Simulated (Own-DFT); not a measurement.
# Energy and forces against displacement in monoclinic HfO2, 96 atoms (Hf32O64)

These are calculations, not measurements. They come from Own-DFT, an in-house plane-wave density functional program, since retired, whose code no person has reviewed. Each row is one single-point run on a periodic cell that was not relaxed, without spin or spin-orbit coupling.

Settings of every run: PBEsol; PseudoDojo norm-conserving scalar-relativistic files, made for PBE; cutoff 72 hartree; 2 x 2 x 2 k mesh centred on Gamma; Fermi-Dirac smearing of 0.1 eV.

Known limits, some of them of some rows only: some atoms lie very close together; hafnium file: forces about 75 meV/angstrom off all-electron values; oxygen file: force components 24 meV/angstrom off all-electron in a glass; forces on such cells passed a denser k mesh, each cell not checked; stress not checked against mesh or cutoff.

Cell vectors in Å: (10.234, 0.000, 0.000); (0.000, 10.350, 0.000); (-1.696, 0.000, 10.445). In each run every atom was moved at random and independently from its ideal site; u is the rms move along one axis. E is the free energy for each atom above the fitted value at u = 0, and F the rms of the force components.

| run | u (Å) | E (meV/atom) | F (eV/Å) | largest force (eV/Å) | P (GPa) |
|---|---|---|---|---|---|
| 1 | 0.0190 | 8.1 | 0.386 | 1.62 | -2.74 |
| 2 | 0.0208 | 10.8 | 0.460 | 1.81 | -2.27 |
| 3 | 0.0492 | 65.1 | 1.177 | 5.35 | -0.51 |
| 4 | 0.0512 | 62.1 | 1.097 | 3.78 | -0.77 |
| 5 | 0.0521 | ? | ? | ? | ? |
| 6 | 0.0783 | 139.3 | 1.566 | 5.39 | 2.38 |
| 7 | 0.0795 | 141.6 | 1.547 | 6.24 | 1.94 |
| 8 | 0.0809 | 168.7 | 1.878 | 9.15 | 3.53 |
| 9 | 0.1202 | 412.0 | 3.691 | 22.35 | 11.71 |

## Worked fit

For small independent moves the energy grows as E = (3/2) K u², with K the mean stiffness felt by one atom. The runs with u up to 0.11 Å give K = 16.1 ± 0.6 eV/Å², with residuals divided by u² + 0.0006 Å², since the noise grows with the moves. The scatter is 4.9 meV/atom at u = 0.05 Å. The forces follow F = G u with G = 21.5 eV/Å²; no force at u = 0 is resolved. G exceeds K because the moves of its neighbours add to the force on an atom, and stiffness differs between atoms. The pressure follows P = -2.84 + 864 u² GPa: at fixed volume, shortened bonds push harder than stretched ones pull.

## Withheld run

Question: what energy and rms force should run 5 give?

The fit gives 66 ± 6 meV/atom and about 1.12 eV/Å. The calculation gave 69.4 meV/atom and 1.140 eV/Å.
